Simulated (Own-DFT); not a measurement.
# Cleaving wurtzite AlN, m plane (10-10)

No measurement is shown. These are fixed-geometry runs of a retired plane-wave code named Own-DFT, which no person has reviewed; spin and spin-orbit coupling are neglected.

Caveats (not all hold for every row): some atoms lie very close together; k mesh not checked against a denser one.

Both sets of runs: PBE; PseudoDojo norm-conserving scalar-relativistic files; cutoff 42 hartree; Gaussian smearing of 0.01 eV. The slab has 128 atoms in 16 layers, two equal faces of 62.02 Å² as cut, 15 Å of vacuum, a dipole correction along the normal and a 6 x 3 x 1 mesh. The bulk cell has 128 atoms, the same measured lattice constants and a 3 x 3 x 3 mesh. In the slab only the 32 atoms nearest the faces were moved at random; u is their rms move along one axis. Energies are counted from -174.06 eV for each atom.

```
slab run,u (Å),E (eV, cell)
1,0.0425,20.987
2,0.0487,21.344
3,0.0506,21.944
4,0.0507,21.357
5,0.0525,20.993
6,0.0526,21.343
7,0.0527,21.405
8,0.0554,21.805
9,0.0957,27.429
10,0.1017,29.086
11,0.1043,28.679
12,0.1139,31.680
```

| bulk run | u (Å) | E (meV/atom) |
|---|---|---|
| 1 | 0.0194 | -2.23 |
| 2 | 0.0195 | -2.99 |
| 3 | 0.0196 | -3.05 |
| 4 | 0.0197 | -2.02 |
| 5 | 0.0205 | -0.51 |
| 6 | 0.0207 | -1.20 |
| 7 | 0.0210 | -0.65 |
| 8 | 0.0919 | 284.46 |
| 9 | 0.0971 | 329.30 |
| 10 | 0.1014 | 362.38 |

Q: what is the energy of the unrelaxed surface?

## Solution

Take each set to u = 0 with E = a + b u². Rows are weighted down as u grows, with residuals divided by u² + 0.0006 Å². Slab: a = 19.09 ± 0.21 eV. Bulk: a = -16.5 ± 0.3 meV/atom. The excess is 19.09 - 128 x (-0.0165) = 21.20 ± 0.21 eV. Over two faces that is 171 meV/Å², or 2.74 ± 0.03 J/m². Relaxing the faces would lower the energy, and the unlike meshes and the reach from the smallest u down to zero add errors that aren't counted here.
